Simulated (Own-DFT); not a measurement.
# Stretching a layer in its plane: grey tin, 64 atoms (Sn64)

The numbers are computed, not measured, by runs of the plane-wave DFT program Own-DFT (in-house, retired, unreviewed) at fixed positions, with no spin and no spin-orbit coupling.

Settings: PBE; PseudoDojo norm-conserving scalar-relativistic files; cutoff 42 hartree; 3 x 3 x 3 k mesh centred on Gamma; cold (Marzari-Vanderbilt) smearing of 0.2 eV.

Keep in mind: forces on such cells moved up to 12 meV/angstrom on a denser k mesh; stress not checked against mesh or cutoff.

Unstrained cell vectors in Å: (12.978, 0.000, 0.000); (0.000, 12.978, 0.000); (0.000, 0.000, 12.978). The unstrained cell has measured lattice constants (interpolated for alloys), not those of this functional. That, the random moves and any unrelaxed bonds set the pressure at no strain. Each run strains x and y alike by e, as a substrate would, and holds the height along z. Random moves of width 0.05 Å per axis were added to every atom. Stress is positive in tension.

| e (%) | u (Å) | (s_xx + s_yy)/2 (GPa) | s_zz (GPa) |
|---|---|---|---|
| -3.00 | 0.050 | -7.58 | -6.70 |
| -3.00 | 0.048 | -7.56 | -6.68 |
| -2.25 | 0.054 | ? | ? |
| -1.25 | 0.045 | -5.07 | -4.66 |
| -1.25 | 0.049 | -5.11 | -4.78 |
| -0.25 | 0.051 | -3.97 | -3.85 |
| -0.25 | 0.049 | -3.93 | -3.82 |
| 0.50 | 0.048 | -3.04 | -3.17 |
| 0.50 | 0.053 | -3.13 | -3.27 |
| 1.00 | 0.048 | -2.57 | -2.83 |
| 1.00 | 0.051 | -2.52 | -2.85 |

## Worked fit

With e as a fraction, the in-plane stress is -3.6 + 113 e - 621 e² GPa (errors 2 and 86, scatter 0.04), and s_zz is -3.6 + 82 e - 667 e² GPa (slope ± 2, scatter 0.04). At e = 0 the first slope is C11 + C12 and the second 2 C12, both with the ions held to the strained lattice and at the cell's own pressure. The term in e² is negative: the layer stiffens under compression and softens under tension. A free layer would change its height as e changes, and the in-plane slope would drop by 2 C12²/C11 to the biaxial modulus. At fixed height, a misfit of 1 % moves the in-plane stress by about 1.1 GPa and s_zz by 0.8 GPa.

## The run left out

Asked: what are the two stresses at e = -2.25 %?

The fit gives -6.5 and -5.8 GPa. The calculation gave -6.56 and -5.88 GPa.
